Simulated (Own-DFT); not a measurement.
# How much smaller does PBEsol make it? D0_22 TiAl3, 40 atoms (Al30Ti10)

Everything here is calculated. The program is Own-DFT (plane waves, in-house, since retired, never reviewed by a person); positions were held fixed, and spin and spin-orbit coupling were off.

Known weak points: forces on such cells failed a check on a denser k mesh; stress not checked against mesh or cutoff.

Each geometry was run with PBE and with PBEsol, otherwise alike: PseudoDojo norm-conserving scalar-relativistic files made for PBE; cutoff 42 hartree; 4 x 4 x 4 k mesh centred on Gamma; cold (Marzari-Vanderbilt) smearing of 0.2 eV. Unstrained cell vectors in Å: (-2.365, -6.981, 4.326); (-7.667, 3.491, 1.442); (-2.950, -3.488, -7.241). Each has a uniform strain, of which the change of volume is shown, and random moves of rms u per axis.

| run | volume change (%) | u (Å) | P with PBE (GPa) | P with PBEsol (GPa) |
|---|---|---|---|---|
| 1 | 1.35 | 0.0508 | 1.03 | -0.84 |
| 2 | 2.19 | 0.0498 | 0.34 | -1.51 |
| 3 | -5.18 | 0.0466 | 9.62 | 7.59 |
| 4 | 2.16 | 0.0489 | 0.30 | -1.55 |
| 5 | -1.25 | 0.0482 | 4.24 | 2.31 |
| 6 | -1.41 | 0.0525 | 4.48 | 2.54 |
| 7 | 3.27 | 0.0573 | -0.46 | -2.30 |
| 8 | -1.49 | 0.0466 | 4.94 | 3.00 |
| 9 | 0.15 | 0.0451 | 2.70 | 0.80 |
| 10 | 1.30 | 0.0493 | 1.48 | ? |

Question: by how much does PBEsol shrink this cell, and what belongs in the blank?

## Answer

Write v for the change of volume as a fraction. Fitted to v and u², the PBE pressure has a slope of -125 ± 5 GPa in v, with the ions held to the strained lattice. The difference PBEsol less PBE is -1.91 + 2.3 v GPa (slope ± 0.1) and averages -1.91 GPa. Divided by the mean slope of the two, 124 GPa, that makes PBEsol's volume at a given pressure, near 2 GPa, about 1.5 % smaller, or 0.51 % in lengths. At one volume PBEsol's slope is the smaller by 2 GPa, but its pressure there is lower too. If stiffness rises by about 4 GPa for each GPa, PBEsol at equal pressure is stiffer by about 5 GPa. Files made for PBEsol would give a different shift.

For run 10 the line gives -0.40 GPa. The calculation gave -0.40 GPa.
